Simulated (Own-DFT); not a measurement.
# How strain changes the stress of wurtzite GaN, 72 atoms (Ga36N36)

Calculated results; nothing here was measured. The program, named Own-DFT, is a retired in-house plane-wave density functional code that no person has reviewed. Each row is one single-point run on a periodic cell that was not relaxed, without spin or spin-orbit coupling.

Settings of every run: PBE; PseudoDojo norm-conserving scalar-relativistic files (stringent for Ga); cutoff 96 hartree; 4 x 4 x 3 k mesh centred on Gamma; Gaussian smearing of 0.01 eV.

Known limits: forces not confirmed at this smearing and k mesh; stress not checked against mesh or cutoff.

Unstrained cell vectors in Å: (9.567, 0.000, 0.000); (-4.783, 8.285, 0.000); (0.000, 0.000, 10.370). The unstrained cell has measured lattice constants (interpolated for alloys), not those of this functional. That, the random moves and any unrelaxed bonds set the pressure at no strain. Each run strains this cell uniformly, with the atoms carried along. Every atom was also moved at random, by a Gaussian of width 0.05 Å on each axis. Strain is the symmetric tensor, in per cent. Stress is positive in tension, and the pressure is minus a third of its trace.

```
run,e_xx (%),e_yy (%),e_zz (%),e_yz (%),e_xz (%),e_xy (%),s_xx (GPa),s_yy (GPa),s_zz (GPa),s_yz (GPa),s_xz (GPa),s_xy (GPa),P (GPa),E (meV/atom)
1,1.39,0.59,-1.86,-1.33,-1.53,0.60,-0.58,-3.66,-17.00,-2.45,-2.75,0.85,7.08,19.6
2,-1.29,1.15,0.91,-0.08,0.04,1.04,-10.87,-3.44,-1.91,-0.35,0.16,3.50,5.41,1.9
3,-1.20,1.61,-0.07,-0.78,-1.07,1.22,-10.04,-1.49,-7.56,-2.01,-2.31,2.93,6.36,12.7
4,0.37,-0.19,1.40,-1.23,1.37,-1.14,-4.55,-5.83,-2.55,-2.35,2.59,-1.78,4.31,19.7
5,1.51,0.67,0.23,1.10,-1.30,-0.71,-1.43,-2.65,-3.80,2.93,-2.35,-1.79,2.63,12.9
6,-1.78,0.95,1.35,1.90,-1.07,-0.39,-11.75,-3.68,-2.33,4.01,-2.16,-1.35,5.92,10.0
7,0.72,-0.36,-1.18,0.58,1.51,0.95,-5.56,-7.38,-12.77,1.40,3.59,2.46,8.57,15.7
8,-0.06,0.36,-0.74,0.62,1.63,-1.81,-7.20,-7.87,-10.85,0.28,4.11,-5.62,8.64,32.7
9,0.14,1.07,-1.69,-0.79,0.74,0.39,-7.20,-2.61,-14.18,-1.09,2.21,1.23,8.00,13.4
10,-0.77,-0.10,-1.63,1.48,1.65,-0.38,-13.39,-9.75,-15.36,3.73,3.97,0.24,12.83,46.8
11,1.73,1.76,-0.08,1.20,-0.68,1.85,1.83,1.48,-4.98,2.31,-1.15,4.92,0.56,0.0
12,-1.09,-0.32,-0.91,1.04,0.02,1.16,-10.99,-11.53,-13.68,2.23,0.75,2.89,12.06,36.3
13,0.68,0.32,0.91,-0.22,0.38,0.55,-2.56,-6.51,-2.15,0.58,0.25,1.61,3.74,17.1
14,-0.47,-1.65,0.99,0.99,1.55,-0.53,-8.82,-13.25,-6.11,1.86,3.49,-2.56,9.39,21.7
15,-1.96,-1.92,-1.47,1.69,-0.82,1.80,-21.49,-18.16,-18.42,4.38,-2.29,6.82,19.36,68.1
16,0.83,1.55,0.38,1.27,-0.42,-0.35,-3.93,0.71,-4.44,2.70,-0.98,-1.91,2.55,21.9
17,-0.49,-1.32,0.29,1.65,-1.60,-1.89,?,?,?,?,?,?,?,?
```

E is the free energy for each atom above the lowest run shown.

## Worked fit

Each stress component was fitted by least squares to a constant and the strains of the runs shown, as fractions, with shears doubled. Shear strains stay in the fit of a normal stress only where such slopes are resolved. The slopes, in GPa:

```
stress  at no strain  per e_xx  per e_yy  per e_zz  scatter
  s_xx          -7.2  424 ± 35  108 ± 39  100 ± 34     1.48
  s_yy          -7.2  111 ± 25  413 ± 28   58 ± 24     1.06
  s_zz          -8.0   61 ± 23  125 ± 26  466 ± 23     0.98
```

Each shear stress against twice its own strain: yz 103 ± 7, xz 109 ± 5, xy 144 ± 14 GPa. These are stiffnesses along x, y and z of the frame in which the cell vectors are given, which need not be the crystal's axes. The atoms are held to the strained lattice; where symmetry lets them move under strain, relaxing them would lower some slopes. The table should be nearly symmetric about its diagonal, and what it lacks of that shows the noise. A ninth of its sum, 207 ± 5 GPa, estimates the bulk modulus near the mean pressure of these runs, 7.3 GPa, so it lies above the value at zero pressure.

## Withheld run

Question: what normal stresses and pressure should run 17 give?

The fit gives s_xx = -10.5, s_yy = -13.0, s_zz = -8.6 and P = 10.7 GPa. The calculation gave -11.08, -14.30, -7.06 and P = 10.81 GPa.
